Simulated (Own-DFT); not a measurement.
# From a pressure shift to a lattice shift: D0_22 TiAl3, 40 atoms (Al30Ti10)

Everything here is calculated. The program is Own-DFT (plane waves, in-house, since retired, never reviewed by a person); positions were held fixed, and spin and spin-orbit coupling were off.

Keep in mind: forces on such cells failed a check on a denser k mesh; stress not checked against mesh or cutoff.

Each geometry was run with PBE and with PBEsol, otherwise alike: PseudoDojo norm-conserving scalar-relativistic files made for PBE; cutoff 42 hartree; 4 x 4 x 4 k mesh centred on Gamma; cold (Marzari-Vanderbilt) smearing of 0.2 eV. Unstrained cell vectors in Å: (-2.365, -6.981, 4.326); (-7.667, 3.491, 1.442); (-2.950, -3.488, -7.241). Each has a uniform strain, of which the change of volume is shown, and random moves of rms u per axis.

```
run,volume change (%),u (Å),P with PBE (GPa),P with PBEsol (GPa)
1,-2.47,0.0487,5.70,3.74
2,-1.05,0.0486,4.12,2.19
3,1.79,0.0527,1.01,-0.86
4,-0.32,0.0509,3.17,1.26
5,-2.14,0.0473,5.46,3.50
6,3.43,0.0495,-0.81,-2.63
7,-0.87,0.0457,3.50,1.58
8,2.97,0.0517,-0.28,-2.12
9,-1.48,0.0491,4.66,2.72
10,-0.21,0.0496,2.98,?
```

Asked: by how much does PBEsol shrink this cell, and what belongs in the blank?

## Working it out

Write v for the change of volume as a fraction. Fitted to v and u², the PBE pressure has a slope of -113 ± 3 GPa in v, with the ions held to the strained lattice. The difference PBEsol less PBE is -1.91 + 2.3 v GPa (slope ± 0.1) and averages -1.91 GPa. Divided by the mean slope of the two, 112 GPa, that makes PBEsol's volume at a given pressure, near 2 GPa, about 1.7 % smaller, or 0.57 % in lengths. At one volume PBEsol's slope is the smaller by 2 GPa, but its pressure there is lower too. If stiffness rises by about 4 GPa for each GPa, PBEsol at equal pressure is stiffer by about 5 GPa. Files made for PBEsol would give a different shift.

For run 10 the line gives 1.07 GPa. The calculation gave 1.06 GPa.
